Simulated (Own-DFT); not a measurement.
# Computed records: SiC (4H silicon carbide, atoms displaced)

Computed with Own-DFT development build. A calculation, not a measurement: plane-wave PBE density functional theory by an unreviewed code, no spin, of a simulated periodic cell, stress positive in tension, free energy of the whole cell less one offset for each atom, forces on such cells passed a denser k mesh, this cell's mesh not checked; offsets are fitted by least squares, one for each functional and potential file, so energies compare only between cells with the same atoms and settings and are not formation energies; the far tail of each file's local potential was reset to the Coulomb form; each entry is a single point on an unrelaxed cell, so the pressure reflects the starting lattice, mostly measured values (interpolated for alloys), from which strain is counted, and rises with the displacements; printed positions are rounded, which can move forces by about a meV/angstrom; the program, named Own-DFT, is a retired in-house code; no spin-orbit coupling.

Settings shared by all entries: functional PBE; potential files PseudoDojo norm-conserving, scalar-relativistic, standard set; wave cutoff 42 hartree; occupations Fermi-Dirac; smearing width 0.1 eV; hardware one NVIDIA H100; k mesh 4 x 4 x 3 centred on Gamma.

(1) 
```cif
# cell vector a (Å): 9.2481 0.0000 0.0000
# cell vector b (Å): -4.6241 8.0091 0.0000
# cell vector c (Å): 0.0000 0.0000 10.0681
data_SiC
_symmetry_space_group_name_H-M 'P 1'
_symmetry_Int_Tables_number 1
_cell_length_a 9.2481
_cell_length_b 9.2481
_cell_length_c 10.0681
_cell_angle_alpha 90.000
_cell_angle_beta 90.000
_cell_angle_gamma 120.000
_cell_volume 745.73
loop_
_atom_site_label
_atom_site_type_symbol
_atom_site_fract_x
_atom_site_fract_y
_atom_site_fract_z
_atom_site_occupancy
Si1 Si 0.00300 0.00343 0.40840 1
Si2 Si 0.10671 0.22006 0.15474 1
C1 C 0.99908 0.99974 0.09142 1
C2 C 0.11229 0.22179 0.34037 1
Si3 Si 0.00101 0.33936 0.41145 1
Si4 Si 0.10723 0.54934 0.15313 1
C3 C 0.99692 0.33226 0.09560 1
C4 C 0.11134 0.56043 0.34790 1
Si5 Si 0.00396 0.67086 0.40456 1
Si6 Si 0.11400 0.89061 0.15755 1
C5 C 0.00196 0.66815 0.09326 1
C6 C 0.10601 0.88648 0.34051 1
Si7 Si 0.33347 0.99891 0.40682 1
Si8 Si 0.44681 0.21997 0.15877 1
C7 C 0.33245 0.99938 0.09425 1
C8 C 0.43563 0.21422 0.34243 1
Si9 Si 0.32818 0.33145 0.39863 1
Si10 Si 0.43924 0.55187 0.15546 1
C9 C 0.32905 0.33747 0.08846 1
C10 C 0.43997 0.55999 0.34377 1
Si11 Si 0.33724 0.66316 0.40725 1
Si12 Si 0.44363 0.88815 0.15745 1
C11 C 0.33787 0.67037 0.09469 1
C12 C 0.44254 0.88434 0.34758 1
Si13 Si 0.66555 0.00187 0.40285 1
Si14 Si 0.78072 0.22466 0.15545 1
C13 C 0.66550 0.00031 0.09612 1
C14 C 0.77447 0.22154 0.34895 1
Si15 Si 0.67289 0.33849 0.40694 1
Si16 Si 0.77930 0.55408 0.15293 1
C15 C 0.66413 0.33180 0.09779 1
C16 C 0.77600 0.55320 0.34445 1
Si17 Si 0.66513 0.66654 0.40728 1
Si18 Si 0.77255 0.88876 0.15582 1
C17 C 0.67474 0.67291 0.09476 1
C18 C 0.78324 0.89346 0.33971 1
Si19 Si 0.00595 0.00046 0.90547 1
Si20 Si 0.87972 0.77025 0.65888 1
C19 C 0.00509 0.00847 0.59006 1
C20 C 0.89584 0.77828 0.83999 1
Si21 Si 0.99521 0.66697 0.90797 1
Si22 Si 0.88633 0.44313 0.65979 1
C21 C 0.00171 0.66879 0.59047 1
C22 C 0.88964 0.44653 0.84921 1
Si23 Si 0.00093 0.32657 0.90784 1
Si24 Si 0.88087 0.10757 0.65495 1
C23 C 0.00726 0.33899 0.58978 1
C24 C 0.89042 0.10667 0.83980 1
Si25 Si 0.66314 0.99798 0.90667 1
Si26 Si 0.55393 0.77667 0.65821 1
C25 C 0.66488 0.99592 0.59042 1
C26 C 0.54587 0.77318 0.84345 1
Si27 Si 0.66266 0.66519 0.90729 1
Si28 Si 0.55822 0.44975 0.65628 1
C27 C 0.66709 0.66347 0.59025 1
C28 C 0.55499 0.44476 0.84348 1
Si29 Si 0.66652 0.33198 0.90849 1
Si30 Si 0.55558 0.11407 0.65550 1
C29 C 0.66715 0.33664 0.59265 1
C30 C 0.55086 0.11709 0.84251 1
Si31 Si 0.33086 0.99387 0.90228 1
Si32 Si 0.22795 0.78547 0.66024 1
C31 C 0.33358 0.99994 0.59043 1
C32 C 0.22541 0.78091 0.84301 1
Si33 Si 0.33487 0.67170 0.90945 1
Si34 Si 0.22337 0.44682 0.65305 1
C33 C 0.33758 0.67028 0.60049 1
C34 C 0.22782 0.44886 0.84413 1
Si35 Si 0.33378 0.33105 0.90732 1
Si36 Si 0.21701 0.10934 0.65548 1
C35 C 0.32951 0.33657 0.59685 1
C36 C 0.21626 0.10632 0.84274 1
_calc_free_energy_of_cell_above_offsets '-10.479'  # eV
_calc_pressure 3.87  # GPa
_calc_stress_xx -2.67  # GPa
_calc_stress_yy -3.68  # GPa
_calc_stress_zz -5.27  # GPa
_calc_stress_yz -0.25  # GPa
_calc_stress_xz 0.04  # GPa
_calc_stress_xy -0.1  # GPa
_calc_wall_time 368.9  # s
```

Force:
```tsv
element	x (eV/Å)	y (eV/Å)	z (eV/Å)
Si	-0.203	-0.363	-1.112
Si	0.535	-0.048	-0.003
C	-0.068	-0.115	0.136
C	-1.215	0.349	0.334
Si	0.268	-0.68	-1.741
Si	0.336	1.681	1.053
C	0.482	-0.408	-0.637
C	0.854	-0.749	-1.139
Si	-0.884	-0.463	0.401
Si	-0.74	-0.14	-0.518
C	0.042	-0.287	0.038
C	0.74	0.824	0.943
Si	-0.473	-0.788	-0.506
Si	-1.431	0.052	-0.625
C	0.423	0.065	-0.579
C	0.965	1.567	0.583
Si	0.709	0.365	1.658
Si	0.859	1.167	-0.13
C	1.1	-1.111	1.448
C	2.193	-1.508	-0.536
Si	-2.291	1.155	1.1
Si	-0.269	0.216	0.516
C	-0.813	-0.694	-0.084
C	-0.058	0.57	-0.678
Si	0.57	-0.756	0.358
Si	-0.814	-0.626	1.075
C	-0.27	0.321	-0.674
C	0.783	0.651	-1.002
Si	-1.32	-1.01	-0.141
Si	-0.331	0.616	1.03
C	0.53	0.136	-0.888
C	0.025	0.822	-0.494
Si	0.325	0.416	-1.284
Si	1.45	0.466	-0.061
C	-1.142	-1.506	-0.345
C	-0.781	-0.527	1.221
Si	-1.292	-0.749	0.047
Si	1.824	1.589	-1.59
C	-1.216	-1.826	0.897
C	-2.041	-0.096	1.074
Si	1.537	0.028	-0.314
Si	0.779	0.862	-0.706
C	-0.089	-0.041	1.148
C	0.377	-0.932	-0.392
Si	-0.179	1.148	-0.822
Si	1.5	1.015	-0.699
C	-1.509	-0.973	1.909
C	-0.957	0.001	0.98
Si	0.11	0.375	-0.368
Si	0.419	0.031	-0.47
C	-0.588	0.481	0.572
C	1.757	1.217	0.403
Si	0.592	0.484	-0.142
Si	-0.646	-1.464	-0.11
C	-1.049	0.817	0.872
C	0.426	0.004	0.457
Si	-0.454	0.71	-0.091
Si	0.03	-0.198	-0.491
C	0.069	-0.33	0.418
C	1.385	-1.082	0.216
Si	-0.741	1.465	1.042
Si	-0.488	-1.307	-1.277
C	-0.289	0.697	0.86
C	-0.608	-1.044	0.719
Si	-0.563	-1.347	-0.451
Si	-0.078	0.35	1.366
C	-0.588	-0.302	-1.465
C	-0.747	-0.722	0.297
Si	-0.519	0.272	-1.279
Si	0.822	0.89	-0.084
C	1.452	-0.527	-1.305
C	1.479	0.841	0.061
```

(2) 
```cif
# cell vector a (Å): 9.2481 0.0000 0.0000
# cell vector b (Å): -4.6241 8.0091 0.0000
# cell vector c (Å): 0.0000 0.0000 10.0681
data_SiC
_symmetry_space_group_name_H-M 'P 1'
_symmetry_Int_Tables_number 1
_cell_length_a 9.2481
_cell_length_b 9.2481
_cell_length_c 10.0681
_cell_angle_alpha 90.000
_cell_angle_beta 90.000
_cell_angle_gamma 120.000
_cell_volume 745.73
loop_
_atom_site_label
_atom_site_type_symbol
_atom_site_fract_x
_atom_site_fract_y
_atom_site_fract_z
_atom_site_occupancy
Si1 Si 0.00071 0.99762 0.40373 1
Si2 Si 0.10340 0.21539 0.15765 1
C1 C 0.00252 0.99674 0.09365 1
C2 C 0.11266 0.22673 0.34442 1
Si3 Si 0.00165 0.34229 0.40954 1
Si4 Si 0.11115 0.56144 0.15774 1
C3 C 0.99433 0.33169 0.09243 1
C4 C 0.11351 0.55813 0.34160 1
Si5 Si 0.99813 0.67011 0.40369 1
Si6 Si 0.10790 0.88257 0.15486 1
C5 C 0.00137 0.66468 0.09174 1
C6 C 0.10935 0.89059 0.34288 1
Si7 Si 0.33472 0.00064 0.40845 1
Si8 Si 0.44562 0.22377 0.15904 1
C7 C 0.33126 0.99558 0.09349 1
C8 C 0.44324 0.22029 0.34403 1
Si9 Si 0.32933 0.33232 0.39998 1
Si10 Si 0.44270 0.55337 0.15735 1
C9 C 0.33242 0.33145 0.09379 1
C10 C 0.43412 0.55004 0.34673 1
Si11 Si 0.33195 0.66577 0.40813 1
Si12 Si 0.45086 0.89187 0.15421 1
C11 C 0.33383 0.66218 0.09394 1
C12 C 0.44976 0.88662 0.34721 1
Si13 Si 0.67050 0.00257 0.40418 1
Si14 Si 0.77803 0.22764 0.16044 1
C13 C 0.66248 0.00567 0.09164 1
C14 C 0.77536 0.22508 0.34619 1
Si15 Si 0.66766 0.33521 0.40541 1
Si16 Si 0.77797 0.55092 0.15569 1
C15 C 0.66345 0.32909 0.09760 1
C16 C 0.78013 0.55637 0.34512 1
Si17 Si 0.65976 0.66386 0.40236 1
Si18 Si 0.77364 0.88663 0.15597 1
C17 C 0.66251 0.66708 0.09221 1
C18 C 0.78324 0.88818 0.34500 1
Si19 Si 0.99817 0.99533 0.91086 1
Si20 Si 0.88749 0.77568 0.64964 1
C19 C 0.00427 0.00504 0.60208 1
C20 C 0.89059 0.77755 0.84442 1
Si21 Si 0.00809 0.66461 0.90820 1
Si22 Si 0.88578 0.44456 0.65936 1
C21 C 0.99607 0.67317 0.59279 1
C22 C 0.88646 0.44421 0.84693 1
Si23 Si 0.00035 0.32829 0.90198 1
Si24 Si 0.87898 0.10558 0.65652 1
C23 C 0.00452 0.32910 0.59153 1
C24 C 0.88500 0.11145 0.84492 1
Si25 Si 0.67417 0.00150 0.90596 1
Si26 Si 0.55427 0.77592 0.65460 1
C25 C 0.66719 0.00472 0.59468 1
C26 C 0.55962 0.78080 0.84068 1
Si27 Si 0.66789 0.66996 0.90727 1
Si28 Si 0.55819 0.44164 0.65810 1
C27 C 0.66808 0.66290 0.59037 1
C28 C 0.55384 0.44181 0.84653 1
Si29 Si 0.66997 0.34190 0.90667 1
Si30 Si 0.56099 0.10747 0.65318 1
C29 C 0.66234 0.33398 0.59033 1
C30 C 0.55909 0.10961 0.83919 1
Si31 Si 0.33098 0.00091 0.90516 1
Si32 Si 0.22017 0.77939 0.66088 1
C31 C 0.32597 0.99754 0.59985 1
C32 C 0.21609 0.77281 0.84421 1
Si33 Si 0.33055 0.66275 0.90823 1
Si34 Si 0.22415 0.44306 0.65998 1
C33 C 0.33081 0.66137 0.59135 1
C34 C 0.22571 0.44748 0.83980 1
Si35 Si 0.33656 0.33496 0.90889 1
Si36 Si 0.22085 0.11180 0.65561 1
C35 C 0.33458 0.32960 0.59393 1
C36 C 0.22495 0.11474 0.84224 1
_calc_free_energy_of_cell_above_offsets '-10.504'  # eV
_calc_pressure 3.8  # GPa
_calc_stress_xx -3.8  # GPa
_calc_stress_yy -2.97  # GPa
_calc_stress_zz -4.65  # GPa
_calc_stress_yz 0.03  # GPa
_calc_stress_xz 0.25  # GPa
_calc_stress_xy -0.33  # GPa
_calc_wall_time 363.5  # s
```

Force:
```tsv
element	x (eV/Å)	y (eV/Å)	z (eV/Å)
Si	-0.158	1.362	1.45
Si	0.395	1.232	-0.317
C	-1.181	-0.265	0.492
C	-1.02	-1.08	-0.212
Si	0.476	-1.208	-0.798
Si	1.213	-1.474	-0.576
C	0.841	0.404	0.096
C	-0.857	0.527	0.791
Si	0.76	-0.108	0.723
Si	0.457	0.91	0.246
C	-0.686	-0.046	0.488
C	1.029	-0.265	-0.173
Si	-0.06	-0.539	0.156
Si	-0.499	-1.105	-0.639
C	-0.009	0.481	0.155
C	0.014	0.416	0.23
Si	0.795	-0.51	1.87
Si	-0.212	-0.336	-0.026
C	-0.333	-0.045	0.478
C	1.192	0.977	-0.961
Si	-0.154	0.171	-0.291
Si	-1.312	-1.003	0.519
C	-0.569	0.823	0.097
C	-0.848	0.413	-0.587
Si	0.212	-0.187	0.507
Si	0.329	-0.786	-0.732
C	1.997	-0.189	0.534
C	0.993	-0.028	0
Si	-0.698	-0.026	0.235
Si	-0.699	0.693	0.048
C	-0.128	0.956	-0.838
C	-0.898	-0.122	-0.813
Si	0.725	-0.155	0.581
Si	0.212	0.66	-0.148
C	0.806	-0.387	0.75
C	-1.405	-0.086	-0.358
Si	0.277	0.785	-1.671
Si	-0.714	1.281	1.776
C	-1.336	-1.248	-2.019
C	0.162	-0.593	0.02
Si	-2.468	-0.108	-0.615
Si	0.443	0.155	-1.016
C	2.034	-1.557	-0.309
C	1.009	0.13	-0.397
Si	-0.633	0.98	0.833
Si	2.025	1.079	0.199
C	-1.567	0.712	1.314
C	1.707	-0.33	-0.292
Si	-2.183	-0.135	-0.077
Si	0.259	-0.098	-0.232
C	0.777	-1.95	-1.464
C	-0.558	-0.544	0.756
Si	0.34	-0.462	-0.802
Si	-1.245	0.116	-0.321
C	-1.025	0.365	0.142
C	0.103	1.182	-0.23
Si	0.148	-2.252	0.274
Si	-2.808	1.149	0.816
C	1.514	-0.638	0.564
C	-0.45	0.46	1.101
Si	0.97	0.096	-0.242
Si	0.045	-0.814	-1.207
C	1.621	0.25	-1.245
C	1.619	0.928	0.41
Si	0.497	1.012	-0.6
Si	0.35	-0.427	-1.741
C	-0.461	0.854	1.008
C	-0.157	-0.803	1.682
Si	-0.498	-0.534	-0.555
Si	0.343	0.464	0.715
C	-0.274	0.803	-0.46
C	-0.581	-0.377	0.911
```

(3) 
```cif
# cell vector a (Å): 9.2481 0.0000 0.0000
# cell vector b (Å): -4.6241 8.0091 0.0000
# cell vector c (Å): 0.0000 0.0000 10.0681
data_SiC
_symmetry_space_group_name_H-M 'P 1'
_symmetry_Int_Tables_number 1
_cell_length_a 9.2481
_cell_length_b 9.2481
_cell_length_c 10.0681
_cell_angle_alpha 90.000
_cell_angle_beta 90.000
_cell_angle_gamma 120.000
_cell_volume 745.73
loop_
_atom_site_label
_atom_site_type_symbol
_atom_site_fract_x
_atom_site_fract_y
_atom_site_fract_z
_atom_site_occupancy
Si1 Si 0.99777 0.00031 0.40231 1
Si2 Si 0.11655 0.22491 0.15092 1
C1 C 0.99655 0.99800 0.09559 1
C2 C 0.10960 0.21925 0.34456 1
Si3 Si 0.99764 0.33141 0.41035 1
Si4 Si 0.11162 0.56116 0.15469 1
C3 C 0.00110 0.34288 0.09154 1
C4 C 0.10333 0.55426 0.34451 1
Si5 Si 0.99807 0.67065 0.40137 1
Si6 Si 0.11156 0.89157 0.15753 1
C5 C 0.99994 0.66070 0.09150 1
C6 C 0.10326 0.88853 0.34218 1
Si7 Si 0.33167 0.00037 0.40897 1
Si8 Si 0.44300 0.21905 0.15791 1
C7 C 0.33173 0.99504 0.09469 1
C8 C 0.44055 0.21578 0.34437 1
Si9 Si 0.33387 0.33579 0.40351 1
Si10 Si 0.43887 0.54974 0.15363 1
C9 C 0.34096 0.33685 0.09639 1
C10 C 0.45005 0.55170 0.34226 1
Si11 Si 0.33498 0.66783 0.40186 1
Si12 Si 0.45084 0.89862 0.15603 1
C11 C 0.33003 0.66855 0.09239 1
C12 C 0.44354 0.88188 0.34563 1
Si13 Si 0.66303 0.00084 0.40135 1
Si14 Si 0.77695 0.21775 0.15575 1
C13 C 0.67214 0.00184 0.08830 1
C14 C 0.77238 0.21982 0.34575 1
Si15 Si 0.66138 0.32677 0.40274 1
Si16 Si 0.78110 0.55503 0.15555 1
C15 C 0.66817 0.33422 0.09329 1
C16 C 0.78025 0.55439 0.34362 1
Si17 Si 0.67025 0.66511 0.40732 1
Si18 Si 0.78226 0.89559 0.16002 1
C17 C 0.66419 0.66714 0.09240 1
C18 C 0.77508 0.88996 0.33896 1
Si19 Si 0.99762 0.99742 0.90643 1
Si20 Si 0.88472 0.77610 0.65177 1
C19 C 0.00481 0.99891 0.59363 1
C20 C 0.88463 0.77171 0.84615 1
Si21 Si 0.99756 0.66277 0.90286 1
Si22 Si 0.88855 0.44649 0.65480 1
C21 C 0.99959 0.66236 0.59329 1
C22 C 0.88545 0.44835 0.84926 1
Si23 Si 0.00095 0.33549 0.90049 1
Si24 Si 0.88557 0.10880 0.66168 1
C23 C 0.00065 0.33423 0.59422 1
C24 C 0.88571 0.10776 0.83943 1
Si25 Si 0.66768 0.99692 0.91053 1
Si26 Si 0.55941 0.77369 0.65357 1
C25 C 0.66473 0.99326 0.59654 1
C26 C 0.55828 0.77945 0.84587 1
Si27 Si 0.66476 0.67091 0.90416 1
Si28 Si 0.56255 0.44969 0.65282 1
C27 C 0.67443 0.66928 0.59758 1
C28 C 0.55047 0.44357 0.84159 1
Si29 Si 0.66362 0.33145 0.90690 1
Si30 Si 0.55293 0.10956 0.65447 1
C29 C 0.66584 0.33082 0.59635 1
C30 C 0.55677 0.11664 0.84231 1
Si31 Si 0.32916 0.99531 0.90597 1
Si32 Si 0.21601 0.77468 0.65638 1
C31 C 0.33259 0.99831 0.59241 1
C32 C 0.22710 0.78091 0.84414 1
Si33 Si 0.34101 0.67082 0.90449 1
Si34 Si 0.22222 0.44526 0.65677 1
C33 C 0.34212 0.67165 0.59212 1
C34 C 0.21936 0.44687 0.84514 1
Si35 Si 0.33033 0.33191 0.90844 1
Si36 Si 0.22336 0.11045 0.65497 1
C35 C 0.33351 0.33417 0.59301 1
C36 C 0.21576 0.10861 0.84488 1
_calc_free_energy_of_cell_above_offsets '-10.594'  # eV
_calc_pressure 3.73  # GPa
_calc_stress_xx -3.08  # GPa
_calc_stress_yy -4.12  # GPa
_calc_stress_zz -3.99  # GPa
_calc_stress_yz 0.07  # GPa
_calc_stress_xz -0.12  # GPa
_calc_stress_xy -0.62  # GPa
_calc_wall_time 362.9  # s
```

Force:
```tsv
element	x (eV/Å)	y (eV/Å)	z (eV/Å)
Si	-0.326	0.115	1.003
Si	-1.329	0.175	0.895
C	0.827	0.928	-0.728
C	-0.221	0.946	-0.649
Si	0.038	0.168	-1.01
Si	0.489	-0.745	0.458
C	1.013	-1.721	-0.072
C	1.329	0.265	-0.163
Si	0.735	-0.812	1.052
Si	-0.046	-1.272	-0.695
C	-1.062	1.857	0.022
C	1.328	0.372	0.306
Si	-0.064	-1.091	-0.665
Si	0.67	0.27	-0.482
C	-0.494	1.13	-0.222
C	-0.227	0.65	-0.091
Si	-0.052	-0.944	0.771
Si	0.6	2.262	0.44
C	-0.798	-1.516	-0.859
C	-1.123	0.705	0.106
Si	-0.03	-1.663	0.748
Si	0.304	-2.025	0.038
C	1.106	0.405	0.271
C	-1.011	1.812	-0.917
Si	0.809	-0.674	1.692
Si	0.065	1.59	-0.277
C	-0.544	-0.035	1.905
C	0.792	-0.034	-0.617
Si	0.048	1.068	0.986
Si	-0.969	0.267	-0.43
C	-0.3	-0.86	0.518
C	-0.76	-0.426	0.075
Si	-0.375	0.329	-0.723
Si	-0.408	-1.884	-1.55
C	0.428	0.25	0.358
C	0.204	-0.153	1.835
Si	-0.304	-0.46	-0.195
Si	2.355	0.96	1.638
C	-1.322	-0.001	-0.45
C	0.1	0.979	-0.888
Si	0.264	1.154	0.919
Si	0.11	-0.801	0.755
C	-0.89	0.841	-0.651
C	0.794	-1.325	-1.788
Si	-0.95	-0.221	1.098
Si	0.612	-0.035	-2.263
C	-0.262	-0.396	0.668
C	0.25	0.485	2.161
Si	-0.798	1.035	-2.298
Si	-0.9	0.78	0.89
C	-0.154	1.023	-1.067
C	-0.256	0.153	-0.943
Si	0.96	-1.469	0.917
Si	-0.932	-1.514	0.934
C	-1.264	-0.757	-1.778
C	0.325	0.331	0.359
Si	-0.473	0.818	-0.147
Si	0.65	-0.352	0.554
C	0.023	0.257	-1.309
C	0.147	-1.6	0.629
Si	0.245	1.347	-0.147
Si	1.529	0.476	-0.16
C	-0.268	-0.114	0.4
C	-0.595	-1.072	-0.362
Si	-1.23	-0.54	0.458
Si	0.438	0.328	-0.372
C	-1.151	-1.009	-0.016
C	0.969	0.021	-0.261
Si	0.226	0.209	-0.838
Si	-0.108	0.387	0.246
C	0.413	0.223	-0.177
C	0.801	0.152	0.154
```
